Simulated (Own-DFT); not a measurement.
# Point defects and the pressure they add: C11b WSi2

Calculated, not measured: single-point runs of Own-DFT, a retired in-house plane-wave DFT program that no person has reviewed, on unrelaxed cells, without spin or spin-orbit coupling.

Common settings: PBEsol; PseudoDojo norm-conserving scalar-relativistic files, made for PBE; cutoff 50 hartree; 5 x 5 x 5 k mesh centred on Gamma; cold (Marzari-Vanderbilt) smearing of 0.2 eV.

Limits: forces on such cells failed a check on a denser k mesh; stress not checked against mesh or cutoff.

All runs share one cell, with vectors in Å (-2.148, -5.953, 3.409); (-6.444, 2.976, 1.136); (-2.553, -2.948, -6.757) and a volume of 403.2 Å³. u is the rms random offset of the atoms per axis. The defect's site can differ from row to row.

```
cell,formula,u (Å),P (GPa)
no defect,Si20W10,0.0203,0.22
no defect,Si20W10,0.0504,1.77
no defect,Si20W10,0.0538,1.99
one Si vacancy,Si19W10,0.0303,-1.13
one Si vacancy,Si19W10,0.0314,-0.57
one Si vacancy,Si19W10,0.0439,?
one Si vacancy,Si19W10,0.0466,0.20
one Si on a W site,Si21W9,0.0279,2.19
one Si on a W site,Si21W9,0.0315,2.38
one Si on a W site,Si21W9,0.0437,2.73
one W on a Si site,Si19W11,0.0269,5.56
one W on a Si site,Si19W11,0.0506,6.13
one W on a Si site,Si19W11,0.0535,7.24
```

## Fit

P = P0 + c u² + a shift for each defect gives P0 = 0.01 GPa, c = 678 ± 109 GPa/Å² and a scatter of 0.31 GPa. The shifts, and each times the cell's volume:

- one W on a Si site: 4.92 ± 0.25 GPa, 12.4 eV
- one Si on a W site: 1.60 ± 0.26 GPa, 4.0 eV
- one Si vacancy: -1.43 ± 0.26 GPa, -3.6 eV

Against the defect-free cell, a freed cell would be larger where the shift is positive and smaller where it is negative (160.2 GPa Å³ is 1 eV). The atoms around the defects weren't relaxed, which would change these numbers.

## Withheld run

Asked: what pressure belongs in the blank (one Si vacancy, u = 0.0439 Å)?

Estimate: -0.12 ± 0.36 GPa. The calculation gave 0.09 GPa.
